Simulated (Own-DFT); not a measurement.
# Computed records: GaP (zincblende, atoms displaced)

A calculation, not a measurement: plane-wave PBE density functional theory by an unreviewed code, no spin, of a simulated periodic cell, stress positive in tension, free energy of the whole cell less one offset for each atom, forces on such cells passed a denser k mesh, this cell's mesh not checked; offsets are fitted by least squares, one for each functional and potential file, so energies compare only between cells with the same atoms and settings and are not formation energies; the far tail of each file's local potential was reset to the Coulomb form; each entry is a single point on an unrelaxed cell, so the pressure reflects the starting lattice, mostly measured values (interpolated for alloys), from which strain is counted, and rises with the displacements; printed positions are rounded, which can move forces by about a meV/angstrom; the program, named Own-DFT, is a retired in-house code; no spin-orbit coupling; before rounding, a Quantum ESPRESSO 7.3.1 run of the same cell and cutoff gave forces within 1 meV/angstrom rms on each cell, which checks the program and not the settings. Program: Own-DFT development build.

Common to all runs: functional PBE; potential files PseudoDojo norm-conserving, scalar-relativistic, standard set; wave cutoff 42 hartree; occupations Fermi-Dirac; smearing width 0.1 eV; k mesh 2 x 3 x 3 centred on Gamma.

(1) GaP (zincblende, atoms displaced)

```
GaP
1.0
     16.3515     0.0000     0.0000
      0.0000    10.9010     0.0000
      0.0000     0.0000    10.9010
Ga P Ga P Ga P Ga P Ga P Ga P Ga P Ga P Ga P Ga P Ga P Ga P
4 4 4 4 4 4 4 4 4 4 4 4 4 4 4 4 4 4 4 4 4 4 4 4
Direct
  0.00163 0.97863 0.99635
  0.98976 0.26036 0.25643
  0.17475 0.98242 0.23946
  0.15942 0.24474 0.99523
  0.07818 0.13743 0.10360
  0.08689 0.38178 0.37485
  0.26020 0.12825 0.36479
  0.25949 0.39118 0.11568
  0.00257 0.00283 0.48603
  0.00333 0.24821 0.73607
  0.17194 0.00054 0.75033
  0.17052 0.25003 0.49842
  0.08063 0.11860 0.63933
  0.07887 0.35693 0.87784
  0.24634 0.12511 0.87311
  0.25146 0.36355 0.62950
  0.99755 0.50198 0.98074
  0.99130 0.74653 0.25356
  0.16586 0.49604 0.23968
  0.17110 0.75267 0.98907
  0.08093 0.62772 0.12647
  0.09286 0.88896 0.37732
  0.24389 0.62245 0.38360
  0.25402 0.87991 0.10708
  0.99417 0.51740 0.49696
  0.00277 0.74403 0.75139
  0.17154 0.50016 0.75008
  0.15453 0.74884 0.50629
  0.08068 0.64764 0.62488
  0.08503 0.87353 0.86757
  0.24904 0.62979 0.88451
  0.24135 0.85847 0.62287
  0.32331 0.00242 0.00054
  0.33970 0.24667 0.24958
  0.50650 0.00121 0.24945
  0.50439 0.25405 0.99154
  0.40712 0.12353 0.10449
  0.41415 0.39262 0.36899
  0.57535 0.11062 0.37356
  0.57762 0.39093 0.12500
  0.33158 0.98575 0.49760
  0.32625 0.24867 0.75044
  0.50095 0.99422 0.73918
  0.48980 0.26876 0.51534
  0.40135 0.11177 0.62770
  0.40589 0.37509 0.87519
  0.58359 0.12003 0.86099
  0.58648 0.37110 0.62122
  0.33624 0.50560 0.01526
  0.35005 0.73868 0.23550
  0.50006 0.49194 0.24098
  0.49934 0.76067 0.00089
  0.41158 0.61515 0.12336
  0.41878 0.88581 0.39198
  0.58479 0.61036 0.37719
  0.59889 0.89112 0.12303
  0.33857 0.49175 0.50835
  0.33826 0.75216 0.75311
  0.50192 0.49954 0.76184
  0.49824 0.75687 0.50877
  0.41552 0.61593 0.62239
  0.41734 0.87247 0.87642
  0.57727 0.62986 0.87792
  0.59285 0.87421 0.63584
  0.66675 0.98681 0.98981
  0.67946 0.25551 0.24375
  0.84271 0.99372 0.26556
  0.83381 0.24546 0.00560
  0.75852 0.13451 0.14012
  0.74428 0.37066 0.34786
  0.92842 0.11033 0.37886
  0.92264 0.35178 0.12333
  0.66482 0.99012 0.50882
  0.67305 0.24628 0.74706
  0.83851 0.00203 0.73258
  0.83260 0.25162 0.48882
  0.75986 0.11115 0.63635
  0.75126 0.38700 0.88257
  0.92210 0.12011 0.86635
  0.91454 0.38428 0.60834
  0.66619 0.49368 0.00153
  0.66966 0.74477 0.25046
  0.81702 0.51028 0.26117
  0.82786 0.75133 0.98683
  0.75312 0.64605 0.11732
  0.75301 0.86371 0.37527
  0.92294 0.62049 0.37613
  0.92259 0.87790 0.12547
  0.66568 0.50431 0.50532
  0.66636 0.77125 0.74064
  0.83315 0.48354 0.75129
  0.83619 0.74645 0.51184
  0.75098 0.62086 0.60878
  0.75173 0.89243 0.85189
  0.91793 0.62491 0.87544
  0.91462 0.88633 0.62637
```

```
free energy of cell above offsets : -33.766 eV
pressure                          : 5.77 GPa
stress xx                         : -5.87 GPa
stress yy                         : -5.5 GPa
stress zz                         : -5.95 GPa
stress yz                         : 0.36 GPa
stress xz                         : 0.53 GPa
stress xy                         : -0.04 GPa
```

Force:
```tsv
element	x (eV/Å)	y (eV/Å)	z (eV/Å)
Ga	0.647	2.274	-0.621
Ga	3.043	-1.797	1.555
Ga	-0.471	2.59	-0.198
Ga	2.664	0.965	0.04
P	-0.954	-2.537	3.096
P	-0.914	-0.532	0.428
P	-1.66	-1.265	0.969
P	-2.881	-3.64	2.028
Ga	2.175	-1.643	3.52
Ga	-1.598	0.919	0.784
Ga	-0.427	-0.647	-0.349
Ga	-0.703	-0.854	-0.296
P	1.316	-0.505	-2.783
P	0.057	2.694	-1.775
P	0.082	0.293	0.29
P	-0.484	1.667	-1.007
Ga	1.175	-1.273	2.427
Ga	2.012	0.756	-0.565
Ga	0.48	0.72	0.423
Ga	-1.786	0.383	1.362
P	0.02	0.081	-0.925
P	-1.176	-1.627	-0.569
P	0.743	0.063	-0.59
P	-0.413	-3.044	2.129
Ga	3.016	-1.752	1.581
Ga	-1.525	1.774	0.738
Ga	-0.883	-0.08	0.418
Ga	2.15	0.866	-2.725
P	-0.74	-4.397	0.773
P	0.339	-0.324	0.109
P	1.561	-1.35	-1.505
P	1.663	1.403	0.65
Ga	1.491	0.835	-2.404
Ga	0.131	1.21	-1.049
Ga	-2.107	-0.72	-1.751
Ga	-0.833	-0.336	-0.166
P	2.558	0.655	1.683
P	0.418	-2.065	0.174
P	2.238	3.133	2.132
P	2.135	-3.324	-1.431
Ga	-2.532	1.146	0.849
Ga	0.859	-0.941	0.892
Ga	-0.996	0.52	0.648
Ga	-0.504	-1.88	-1.398
P	1.733	1.181	0.206
P	1.41	0.222	0.074
P	0.223	0.524	1.016
P	0.313	0.465	1.412
Ga	-0.668	-0.018	-4.178
Ga	-3.164	2.784	3.336
Ga	-0.958	2.217	1.865
Ga	0.611	-0.497	0.924
P	4.633	0.897	-0.28
P	1.591	-2.077	-3.224
P	-0.987	1.926	-0.954
P	-2.808	-2.756	1.769
Ga	-2.164	0.632	-0.554
Ga	-0.929	-0.905	-0.479
Ga	-0.765	-0.556	-0.904
Ga	0.696	-1.045	-0.138
P	1.06	1.11	1.254
P	-0.267	1.384	-0.188
P	1.731	0.429	0.005
P	-4.375	1.504	-3.205
Ga	1.56	2.93	-1.167
Ga	-5.302	-2.782	-1.887
Ga	-0.907	-0.067	-1.006
Ga	0.526	-0.307	-1.217
P	-0.007	-2.816	-1.64
P	1.767	2.368	5.884
P	-2.823	3.546	-1.571
P	-2.074	4.196	-1.823
Ga	1.093	1.178	-1.615
Ga	0.064	0.143	0.255
Ga	1.977	0	3.489
Ga	-0.029	-0.76	-0.002
P	-3.265	3.633	-3.699
P	-0.127	-2.378	-0.191
P	-0.86	0.005	0.443
P	0.299	-1.136	0.898
Ga	-0.39	2.294	0.119
Ga	-0.791	0.322	0.419
Ga	2.71	0.925	-1.98
Ga	1.287	1.62	-0.537
P	-0.971	-2.461	0.506
P	0.028	0.641	0.725
P	-3.496	1.421	-1.223
P	-1.946	-0.927	0.131
Ga	-0.038	-1.534	-1.101
Ga	2.629	-4.742	2.837
Ga	0.389	1.885	-0.824
Ga	0.802	0.662	-1.249
P	0.076	0.165	2.901
P	0.593	-1.517	1.68
P	-1.408	0.296	-1.352
P	2.336	-2.637	-1.549
```

(2) GaP (zincblende, atoms displaced)

```
GaP
1.0
     16.3515     0.0000     0.0000
      0.0000    10.9010     0.0000
      0.0000     0.0000    10.9010
Ga P Ga P Ga P Ga P Ga P Ga P Ga P Ga P Ga P Ga P Ga P Ga P
4 4 4 4 4 4 4 4 4 4 4 4 4 4 4 4 4 4 4 4 4 4 4 4
Direct
  0.00056 0.01347 0.01373
  0.00427 0.25497 0.25030
  0.16239 0.98652 0.23842
  0.17468 0.25658 0.00514
  0.07688 0.13069 0.12369
  0.08378 0.38574 0.36759
  0.24516 0.12880 0.37718
  0.25700 0.38194 0.12602
  0.99813 0.00258 0.51220
  0.99499 0.25879 0.73480
  0.15347 0.00097 0.75477
  0.16362 0.25423 0.49723
  0.08905 0.12872 0.63962
  0.09625 0.37155 0.86726
  0.25025 0.11771 0.86968
  0.25444 0.36909 0.62486
  0.99779 0.48873 0.00078
  0.99780 0.74603 0.23615
  0.16400 0.50724 0.24745
  0.17705 0.74732 0.99062
  0.08493 0.62988 0.12533
  0.08465 0.88941 0.37409
  0.24535 0.62878 0.37105
  0.24830 0.86626 0.11341
  0.98714 0.51420 0.49323
  0.99587 0.75502 0.74034
  0.16398 0.50470 0.75511
  0.17274 0.73928 0.49795
  0.08269 0.63700 0.62689
  0.08769 0.88162 0.88314
  0.25506 0.62453 0.87697
  0.25628 0.87431 0.61403
  0.32894 0.99817 0.00423
  0.32858 0.23767 0.25076
  0.49314 0.99844 0.25645
  0.49474 0.24900 0.99514
  0.41618 0.11991 0.12260
  0.40882 0.37528 0.37267
  0.58808 0.11622 0.39240
  0.57946 0.38101 0.12302
  0.33968 0.01327 0.51143
  0.33418 0.26061 0.74256
  0.50326 0.98329 0.74478
  0.50757 0.25501 0.47813
  0.40953 0.13648 0.61120
  0.41886 0.38359 0.87397
  0.57920 0.11431 0.86223
  0.58061 0.37819 0.63083
  0.33125 0.50299 0.99615
  0.33030 0.75881 0.24303
  0.50372 0.50859 0.26891
  0.49986 0.76439 0.99521
  0.42093 0.63432 0.12614
  0.41100 0.89817 0.37909
  0.58587 0.62814 0.37221
  0.57702 0.88719 0.12946
  0.33473 0.50080 0.49528
  0.33100 0.76518 0.75686
  0.49541 0.50949 0.73834
  0.50382 0.75380 0.48332
  0.42340 0.62262 0.63494
  0.41871 0.87563 0.86026
  0.58677 0.62884 0.88174
  0.58566 0.87570 0.61016
  0.67831 0.98961 0.00992
  0.65922 0.24292 0.25346
  0.83947 0.00090 0.26640
  0.82808 0.24810 0.99113
  0.74303 0.12669 0.12151
  0.74205 0.37506 0.36329
  0.92661 0.11098 0.36073
  0.91785 0.36604 0.12232
  0.66401 0.01309 0.50172
  0.67004 0.23781 0.75600
  0.82528 0.00315 0.74155
  0.83398 0.26003 0.50072
  0.75052 0.11696 0.62597
  0.75124 0.37443 0.87314
  0.90250 0.13231 0.87644
  0.92143 0.38915 0.63125
  0.66123 0.49186 0.00523
  0.67719 0.75960 0.24972
  0.84343 0.49805 0.24141
  0.83285 0.75665 0.01273
  0.74279 0.62577 0.12250
  0.73977 0.89110 0.37232
  0.91955 0.60995 0.38020
  0.91124 0.88126 0.11815
  0.65824 0.49732 0.50375
  0.66597 0.73796 0.75218
  0.84046 0.50790 0.74699
  0.82898 0.76772 0.50861
  0.74754 0.62517 0.63668
  0.75562 0.88013 0.86701
  0.92184 0.62238 0.87990
  0.91777 0.87967 0.61237
```

```
free energy of cell above offsets : -40.330 eV
pressure                          : 4.72 GPa
stress xx                         : -4.57 GPa
stress yy                         : -4.93 GPa
stress zz                         : -4.66 GPa
stress yz                         : 0.42 GPa
stress xz                         : -0.57 GPa
stress xy                         : 0.07 GPa
```

Force:
```tsv
element	x (eV/Å)	y (eV/Å)	z (eV/Å)
Ga	-1.36	-1.076	-2.324
Ga	-0.271	-0.019	0.244
Ga	0.63	1.622	-0.034
Ga	-0.15	-0.903	-0.506
P	2.622	0.863	0.565
P	-0.685	-0.421	1.462
P	-0.245	-1.419	-0.448
P	-0.843	-0.3	0.637
Ga	1.989	1.235	-1.284
Ga	1.147	-1.256	2.414
Ga	2.928	-0.846	0.098
Ga	0.138	0.279	0.185
P	-2.052	1.07	-2.393
P	-2.403	-0.514	1.121
P	0.18	0.926	0.264
P	-1.885	2.077	-0.957
Ga	1.621	0.32	-0.468
Ga	-0.121	1.019	1.476
Ga	0.751	-0.346	-0.452
Ga	-2.055	-0.421	0.04
P	0.031	-0.486	-1.527
P	-0.812	-2.267	0.802
P	1.811	-0.851	-0.606
P	0.208	1.238	1.112
Ga	5.199	-3.277	3.784
Ga	0.459	0.28	1.527
Ga	1.115	0.549	-1.37
Ga	-1.154	2.01	0.407
P	0.023	-1.192	-0.545
P	-1.892	-1.121	0.323
P	-0.327	0.159	-1.493
P	-1.326	0.347	0.877
Ga	0.711	0.143	-1.202
Ga	0.425	0.746	-0.376
Ga	1.242	1.16	-0.39
Ga	0.728	-0.14	-0.241
P	-0.204	0.506	0.282
P	1.489	-0.298	-0.839
P	-2.476	1.774	-3.939
P	-1.016	-1.402	1.304
Ga	-2.744	-1.127	-1.533
Ga	0.737	-1.322	1.59
Ga	-0.24	1.595	-1.532
Ga	-1.501	0.842	1.93
P	3.459	1.51	2.235
P	-0.451	-0.277	-0.363
P	0.567	0.335	1.695
P	0.3	-1.208	-0.223
Ga	1.571	0.03	0.807
Ga	0.79	-0.41	0.895
Ga	-1.583	-1.073	-1.982
Ga	0.165	-0.717	0.296
P	-0.33	-0.345	0.032
P	-0.27	-2.831	-0.186
P	1.44	0.933	0.351
P	1.309	-0.953	-0.183
Ga	-0.352	0.618	1.072
Ga	-0.234	-1.663	-1.319
Ga	2.64	-2.087	2.998
Ga	-1.204	0.276	0.955
P	-3.109	3.265	-3.383
P	-0.349	0.648	2.349
P	-1.207	-0.507	-0.087
P	0.258	-0.953	0.983
Ga	-1.821	-0.025	-1.319
Ga	-0.058	0.14	-0.711
Ga	-2.114	-0.747	-2.276
Ga	-0.879	0.789	1.837
P	1.658	0.595	1.377
P	1.153	0.502	0.909
P	0.515	2.709	2.551
P	-0.441	-0.307	-0.319
Ga	1.758	-2.119	2.048
Ga	-0.639	0.805	-0.342
Ga	2.197	-0.601	0.872
Ga	-0.11	-0.544	-0.61
P	-0.268	2.259	-1.371
P	-0.452	0.88	-0.332
P	2.798	-1.418	-1.702
P	-1.032	-0.384	-1.919
Ga	0.921	0.546	-1.158
Ga	-2.108	-0.603	-0.71
Ga	-1.729	0.041	0.257
Ga	-0.77	-1.243	-1.956
P	1.641	-0.247	0.223
P	1.941	-0.328	1.012
P	-4.15	5.322	-4.148
P	1.013	0.279	1.602
Ga	1.068	0.218	-0.083
Ga	-0.265	1.963	0.335
Ga	-1.136	0.089	1.268
Ga	-1.21	-1.743	-1.289
P	0.966	-0.421	-2.031
P	-0.964	-1.721	0.826
P	-0.571	0.973	-0.023
P	-0.745	-0.009	2.253
```

(3) GaP (zincblende, atoms displaced)

```
GaP
1.0
     16.3515     0.0000     0.0000
      0.0000    10.9010     0.0000
      0.0000     0.0000    10.9010
Ga P Ga P Ga P Ga P Ga P Ga P Ga P Ga P Ga P Ga P Ga P Ga P
4 4 4 4 4 4 4 4 4 4 4 4 4 4 4 4 4 4 4 4 4 4 4 4
Direct
  0.99904 0.99366 0.00993
  0.00559 0.24441 0.26042
  0.18103 0.00166 0.25083
  0.16312 0.24128 0.99820
  0.09070 0.12307 0.13089
  0.07476 0.38984 0.37574
  0.25388 0.11448 0.38296
  0.25614 0.37053 0.11235
  0.99585 0.00226 0.49971
  0.99584 0.24910 0.74965
  0.16614 0.00020 0.76001
  0.17071 0.24991 0.49589
  0.09044 0.12498 0.62720
  0.07876 0.37385 0.87007
  0.24233 0.14119 0.88151
  0.26218 0.36417 0.62565
  0.01737 0.50416 0.00805
  0.00300 0.74522 0.24849
  0.16099 0.50637 0.23624
  0.16992 0.75446 0.99612
  0.09225 0.62393 0.13435
  0.09471 0.86618 0.39076
  0.25508 0.61848 0.37167
  0.25094 0.87626 0.12173
  0.00056 0.51375 0.48219
  0.00096 0.74609 0.75240
  0.16554 0.50328 0.74938
  0.16704 0.74158 0.49395
  0.07157 0.62825 0.63446
  0.08353 0.88096 0.88498
  0.24597 0.61927 0.88675
  0.24926 0.88078 0.64139
  0.33200 0.00240 0.99661
  0.33914 0.23938 0.25816
  0.48883 0.00133 0.23262
  0.49775 0.24545 0.00614
  0.42306 0.12995 0.11480
  0.41545 0.37595 0.37788
  0.57779 0.12642 0.38951
  0.58096 0.37127 0.12639
  0.33474 0.01232 0.51422
  0.33131 0.25050 0.73949
  0.50266 0.00222 0.75394
  0.50457 0.24896 0.51037
  0.41033 0.13414 0.64261
  0.42112 0.37761 0.87381
  0.57331 0.13147 0.88032
  0.58302 0.38929 0.62471
  0.34207 0.50599 0.98367
  0.33003 0.74876 0.25022
  0.50758 0.50362 0.26209
  0.51930 0.75152 0.99400
  0.41097 0.62034 0.12337
  0.41324 0.88652 0.36587
  0.59271 0.61644 0.37108
  0.58452 0.86508 0.13709
  0.33695 0.49585 0.51718
  0.34441 0.75744 0.74475
  0.49666 0.50241 0.74605
  0.50112 0.75533 0.50747
  0.41605 0.64325 0.61376
  0.41763 0.89274 0.88731
  0.58173 0.62569 0.87764
  0.58178 0.86903 0.61659
  0.66863 0.99963 0.01663
  0.67176 0.25581 0.24858
  0.82154 0.00131 0.25799
  0.83493 0.24527 0.01260
  0.74696 0.12692 0.12214
  0.74763 0.38313 0.36724
  0.91864 0.12211 0.39283
  0.91546 0.38021 0.12525
  0.66918 0.99709 0.49408
  0.66225 0.25018 0.77400
  0.83060 0.00604 0.75704
  0.82550 0.23928 0.51215
  0.74898 0.12203 0.62151
  0.75403 0.36711 0.85581
  0.91441 0.12812 0.88210
  0.91626 0.38232 0.60510
  0.66667 0.50577 0.99758
  0.67087 0.74798 0.25861
  0.83206 0.51566 0.24736
  0.83108 0.75944 0.99673
  0.75281 0.63188 0.10047
  0.74259 0.88202 0.37018
  0.92195 0.61526 0.37315
  0.91748 0.86474 0.11828
  0.66088 0.50172 0.47702
  0.66579 0.75692 0.75129
  0.84119 0.49241 0.74575
  0.82502 0.74769 0.50447
  0.74519 0.61899 0.60522
  0.75208 0.88436 0.89390
  0.91690 0.62831 0.87462
  0.91620 0.87488 0.62476
```

```
free energy of cell above offsets : -39.562 eV
pressure                          : 4.84 GPa
stress xx                         : -4.78 GPa
stress yy                         : -5.24 GPa
stress zz                         : -4.5 GPa
stress yz                         : -0.04 GPa
stress xz                         : 0.12 GPa
stress xy                         : 0.55 GPa
```

Force:
```tsv
element	x (eV/Å)	y (eV/Å)	z (eV/Å)
Ga	0.176	1.158	-0.198
Ga	-1.06	0.294	-0.604
Ga	-1.652	-0.819	0.219
Ga	-0.912	2.569	1.193
P	-1.09	-0.558	0.607
P	2.93	-1.862	-0.828
P	0.094	1.579	-0.443
P	-0.513	0.025	0.923
Ga	2.104	-1.45	1.275
Ga	-0.045	0.24	-0.858
Ga	0.142	0.569	0.159
Ga	-0.574	0.606	-0.071
P	-1.172	0.121	-0.101
P	0.875	-0.192	0.272
P	2.383	-2.254	-1.892
P	-3.608	2.362	-1.064
Ga	-2.11	-0.417	-0.656
Ga	0.187	0.575	0.743
Ga	3.587	-3.485	2.654
Ga	-0.461	-0.016	0.621
P	-2.033	3.418	-2.703
P	-2.42	2.394	-2.69
P	-0.844	-0.572	0.807
P	0.573	-0.209	-0.04
Ga	0.706	-1.08	3.605
Ga	-1.14	1.938	1.091
Ga	0.036	-0.583	-0.165
Ga	1.534	-1.296	2.295
P	2.54	-1.353	-2.053
P	-0.359	-0.849	-0.849
P	0.829	0.713	-2.003
P	0.364	-0.806	-1.359
Ga	-1.097	1.4	0.583
Ga	-0.638	0.828	-0.784
Ga	1.939	-0.505	1.525
Ga	0.825	2.576	-1.037
P	-3.001	-0.788	1.071
P	0.996	-0.073	0.571
P	0.918	-0.721	-2.142
P	0.632	0.644	-0.188
Ga	0.159	-1.554	0.223
Ga	0.06	0.121	4.419
Ga	-0.658	-0.239	-0.708
Ga	-1.323	1.049	0.439
P	3.045	-1.883	-1.897
P	-0.338	-0.87	-0.704
P	1.852	-1.355	0.26
P	0.635	-0.998	0.153
Ga	-0.844	-0.764	1.233
Ga	0.58	0.165	-0.287
Ga	-1.998	-0.887	-1.644
Ga	-3.285	1.007	1.545
P	2.014	0.92	0.493
P	-0.091	-0.826	1.369
P	-2.887	3.855	-0.947
P	0.152	1.257	-0.065
Ga	0.168	0.645	-1.879
Ga	-1.463	0.744	1.784
Ga	0.082	0.751	-0.161
Ga	-0.138	-0.07	-3.147
P	0.046	-2.162	1.172
P	1.543	-2.397	-1.308
P	1.09	-1.036	-2.177
P	1.152	1.946	1.731
Ga	-1.779	-0.34	-0.773
Ga	-1.355	-0.471	0.395
Ga	2.336	0.612	-0.956
Ga	0.053	1.193	-1.099
P	0.565	0.364	1.31
P	1.302	-0.814	0.394
P	-1.603	0.953	-2.424
P	0.863	-0.188	0.534
Ga	-1.367	0.9	0.952
Ga	-0.694	-0.345	-2.578
Ga	0.487	-0.464	-0.371
Ga	1.354	2.197	-1.62
P	-1.91	-0.849	2.027
P	0.715	1.19	2.761
P	0.66	-0.542	-0.084
P	0.332	-1.034	0.815
Ga	-0.048	-1.672	-0.469
Ga	0.075	-0.695	-1.605
Ga	-0.094	-0.958	-0.824
Ga	1.649	-0.996	-0.69
P	-0.617	-0.363	2.838
P	1.232	-1.633	0.821
P	-2.781	3.537	-1.563
P	-0.335	0.822	2.007
Ga	1.967	-2.551	3.343
Ga	0.643	-0.648	0
Ga	-0.349	0.921	-0.614
Ga	1.494	0.838	-0.931
P	-0.26	-0.233	2.305
P	-1.241	0.366	-2.521
P	0.023	-0.514	0.661
P	-0.504	-0.121	0.574
```
